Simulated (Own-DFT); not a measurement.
Simulation results for Ti₁₂O₂₃ (rutile with two vacancies, strained, atoms displaced)

A calculation, not a measurement: plane-wave PBE density functional theory by an unreviewed code, no spin, of a simulated periodic cell, stress positive in tension, free energy of the whole cell less one offset for each atom, defect cell not probed for a lower state with spin; oxygen file: force components 24 meV/angstrom off all-electron in one glass; forces on such cells passed a denser k mesh, this cell's mesh not checked; offsets are fitted by least squares, one for each functional and potential file, so energies compare only between cells with the same atoms and settings and are not formation energies; the far tail of each file's local potential was reset to the Coulomb form; each entry is a single point on an unrelaxed cell, so the pressure reflects the starting lattice, mostly measured values (interpolated for alloys), from which strain is counted, and rises with the displacements; printed positions are rounded, which can move forces by about a meV/angstrom; the program, named Own-DFT, is a retired in-house code; no spin-orbit coupling; before rounding, a Quantum ESPRESSO 7.3.1 run of the same cell and cutoff gave forces within 1 meV/angstrom rms on each cell, which checks the program and not the settings. Program: Own-DFT development build.

## Ti₁₂O₂₃ (rutile with two vacancies, strained, atoms displaced)

```xyz
70
Lattice="9.0174 0.0498 -0.0252 0.0498 9.2106 -0.1264 -0.0244 -0.1221 8.8028" Properties=species:S:1:pos:R:3 Ti12O23
Ti    -0.0127    -0.0353     8.7784
Ti     2.2972     2.2106     1.4059
O      1.3875     1.4874     0.0075
O      3.1737     2.9021     8.7202
O      0.8595     3.6997     1.3640
Ti     0.1643     0.1384     2.9381
Ti     2.1751     2.2526     4.2978
O      1.4374     1.3862     3.0288
O      3.1713     3.0070     3.1283
O      3.6864     0.7486     4.2578
O      0.7970     3.7176     4.4021
Ti     8.9892     0.1708     5.8073
Ti     2.2179     2.2506     7.4178
O      1.3672     1.3463     5.7839
O      3.0172     3.0191     5.8325
O      3.6933     0.8379     7.4024
O      0.9213     3.6061     7.2433
Ti     0.0881     4.5950     0.0824
Ti     2.2935     6.8150     1.4941
O      1.4106     6.0687    -0.0587
O      3.1235     7.8296     0.0379
O      3.7809     5.5279     1.3910
O      1.0185     8.3468     1.4228
Ti     0.0482     4.5206     2.8308
Ti     2.2090     6.9273     4.3332
O      1.2680     5.9368     2.8338
O      3.1922     7.8275     2.8012
O      3.7681     5.5146     4.3307
O      0.7687     8.3266     4.3047
Ti     0.1173     4.3955     5.6488
Ti     2.2071     6.7770     7.2435
O      1.3613     5.9390     5.7743
O      3.2924     7.6092     5.8108
O      3.6488     5.5038     7.2592
O      0.9230     8.2061     7.3190
Ti     4.5275     9.0162     8.6318
Ti     6.7826     2.2595     1.3289
O      5.6966     1.2643     8.6672
O      7.7376     3.0970     8.7219
O      8.2090     0.8252     1.4393
O      5.3793     3.6470     1.3356
Ti     4.4979     9.1546     2.8435
Ti     6.7515     2.1805     4.3935
O      5.9922     1.4900     2.8915
O      7.5238     3.2822     2.9470
O      8.1310     0.9068     4.3479
O      5.1491     3.6289     4.2134
Ti     4.5952     9.1319     5.6817
Ti     6.7360     2.1702     7.2414
O      5.9457     1.3585     5.7816
O      7.6858     3.1802     5.8431
O      8.0515     0.8838     7.3463
O      5.3862     3.5669     7.3356
Ti     4.5666     4.5033     8.6052
Ti     6.8423     6.8899     1.5255
O      5.8597     5.8497     8.6604
O      7.7454     7.7967    -0.1178
O      8.1859     5.4506     1.3923
Ti     4.3492     4.5082     2.9506
Ti     6.7929     6.6186     4.3144
O      6.0628     5.9711     2.7617
O      7.7484     7.6838     2.7292
O      8.1548     5.5686     4.3104
O      5.3095     8.3301     4.1998
Ti     4.5933     4.5036     5.7288
Ti     6.9188     7.0200     7.2448
O      5.8037     5.8364     5.7703
O      7.6629     7.7323     5.7423
O      8.0399     5.5736     7.2076
O      5.3445     8.3022     7.2166
```

- functional: PBE
- potential files: PseudoDojo norm-conserving, scalar-relativistic, standard set
- wave cutoff: 72 hartree
- occupations: Fermi-Dirac
- smearing width: 0.1 eV
- k mesh: 3 x 3 x 3 centred on Gamma
- free energy of cell above offsets: -4.274 eV
- pressure: 18.55 GPa
- stress xx: -17.72 GPa
- stress yy: -15.12 GPa
- stress zz: -22.8 GPa
- stress yz: -4.39 GPa
- stress xz: -0.11 GPa
- stress xy: 1.98 GPa

Force:
```csv
element,x (eV/Å),y (eV/Å),z (eV/Å)
Ti,0.406,-2.553,0.063
Ti,0.928,1.117,-0.222
O,-1.294,-1.677,0.888
O,1.062,1.66,2.932
O,2.759,-2.402,2.165
Ti,-1.764,-3.724,-1.406
Ti,1.926,0.853,6.847
O,-1.455,-1.38,-4.076
O,0.97,2.137,-4.211
O,-2.625,2.89,2.047
O,4.725,-4.705,-6.777
Ti,0.444,-1.626,0.923
Ti,0.441,0.021,-4.109
O,-1.359,-1.64,0.802
O,1.727,1.355,-0.049
O,-1.336,-0.49,-0.959
O,-0.339,0.543,0.362
Ti,-1.885,1.558,-5.36
Ti,0.663,0.192,-2.646
O,-0.543,-1.092,0.312
O,1.359,0.921,-0.364
O,-1.924,0.154,0.737
O,-0.279,0.34,0.002
Ti,-2.633,0,-0.613
Ti,0.326,0.118,1.464
O,1.463,0.699,1.056
O,-0.436,-0.478,0.716
O,-2.337,1.211,-0.206
O,2.17,-1.642,0.065
Ti,-4.8,4.538,10.23
Ti,0.691,0.132,0.802
O,0.291,0.23,-0.893
O,-1.002,1.15,-1.095
O,-0.328,-1.329,-0.408
O,-0.171,0.959,-0.961
Ti,-1.712,0.301,-1.495
Ti,-1.519,1.84,0.534
O,2.229,0.885,1.383
O,-0.826,-0.856,0.286
O,-1.639,1.831,0.693
O,0.321,-0.664,0.65
Ti,1.428,0.015,-0.923
Ti,0.709,2.328,-2.203
O,-1.885,-2.368,-0.689
O,1.748,0.344,-0.502
O,-0.584,0.515,-0.069
O,3.642,-2.375,2.213
Ti,-1.329,-0.295,1.736
Ti,-0.004,2.349,1.657
O,-1.795,-1.426,0.464
O,-0.695,-0.428,-0.41
O,1.053,-1.141,-0.014
O,0.312,-0.689,-2.198
Ti,0.782,2.175,2.534
Ti,0.853,-0.563,-4.741
O,0.018,1.055,0.565
O,0.251,1.888,1.735
O,-1.056,1.047,0.421
Ti,0.463,1.007,-4.408
Ti,-0.47,2.522,1.606
O,-3.247,-2.082,1.359
O,0.508,2.139,1.799
O,1.421,-1.76,-0.099
O,2.831,-2.202,-0.053
Ti,-1.198,0.086,2.053
Ti,0.016,-3.33,0.266
O,1.277,1.026,-0.581
O,-0.23,1.245,-1.265
O,1.087,-1.059,0.249
O,1.4,-1.397,-0.613
```
